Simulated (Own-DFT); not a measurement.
# Response to strain: grey tin, 64 atoms (Sn64)

All numbers below are calculated, not measured. The program, named Own-DFT, is a retired in-house plane-wave density functional code that no person has reviewed. Each row is one single-point run on a periodic cell that was not relaxed, without spin or spin-orbit coupling.

Settings of every run: PBE; PseudoDojo norm-conserving scalar-relativistic files; cutoff 42 hartree; 3 x 3 x 3 k mesh centred on Gamma; cold (Marzari-Vanderbilt) smearing of 0.2 eV.

Known limits: forces on such cells moved up to 12 meV/angstrom on a denser k mesh; stress not checked against mesh or cutoff.

Unstrained cell vectors in Å: (12.978, 0.000, 0.000); (0.000, 12.978, 0.000); (0.000, 0.000, 12.978). The unstrained cell has measured lattice constants (interpolated for alloys), not those of this functional. That, the random moves and any unrelaxed bonds set the pressure at no strain. Each run strains this cell uniformly, with the atoms carried along. Every atom was also moved at random, by a Gaussian of width 0.05 Å on each axis. Strain is the symmetric tensor, in per cent. Stress is positive in tension, and the pressure is minus a third of its trace.

| run | e_xx (%) | e_yy (%) | e_zz (%) | s_xx (GPa) | s_yy (GPa) | s_zz (GPa) | P (GPa) | E (meV/atom) |
|---|---|---|---|---|---|---|---|---|
| 1 | -0.50 | -0.50 | 0.00 | -4.18 | -4.13 | -4.05 | 4.12 | 18.5 |
| 2 | 0.75 | 0.75 | 0.00 | -2.83 | -2.76 | -3.02 | 2.87 | 2.5 |
| 3 | -1.50 | -1.50 | 0.00 | -5.47 | -5.44 | -4.99 | 5.30 | 41.7 |
| 4 | -2.00 | -2.00 | 0.00 | -6.05 | -6.11 | -5.54 | 5.90 | 52.5 |
| 5 | -1.00 | -1.00 | 0.00 | -4.83 | -4.80 | -4.52 | 4.72 | 31.4 |
| 6 | -1.00 | -1.00 | 0.00 | -4.85 | -4.80 | -4.53 | 4.73 | 32.3 |
| 7 | -2.50 | -2.50 | 0.00 | -6.82 | -6.84 | -6.04 | 6.56 | 65.3 |
| 8 | -0.50 | -0.50 | 0.00 | -4.20 | -4.18 | -3.94 | 4.11 | 16.4 |
| 9 | 0.75 | 0.75 | 0.00 | -2.76 | -2.75 | -2.99 | 2.83 | 0.0 |
| 10 | -1.50 | -1.50 | 0.00 | -5.57 | -5.53 | -5.06 | 5.39 | 49.7 |
| 11 | -2.50 | -2.50 | 0.00 | -6.82 | -6.69 | -6.06 | 6.52 | 63.5 |
| 12 | -2.00 | -2.00 | 0.00 | -6.13 | -6.12 | -5.53 | 5.93 | 53.6 |
| 13 | 0.25 | 0.25 | 0.00 | ? | ? | ? | ? | ? |

E is the free energy for each atom above the lowest run shown.

## Worked fit

The change of volume is close to e_xx + e_yy + e_zz. A straight line through the runs shown gives P = 3.63 - 58 x (fractional change of volume) GPa, with an error of 1 on the slope and a scatter of 0.07 GPa. The strain isn't the same on all axes, but the crystal is cubic, so the slope still estimates the bulk modulus, averaged over pressures from 2.8 to 6.6 GPa.

## Withheld run

Question: what pressure should run 13 give? Its volume changes by 0.50 %.

The line gives 3.3 GPa. The calculation gave 3.39 GPa.
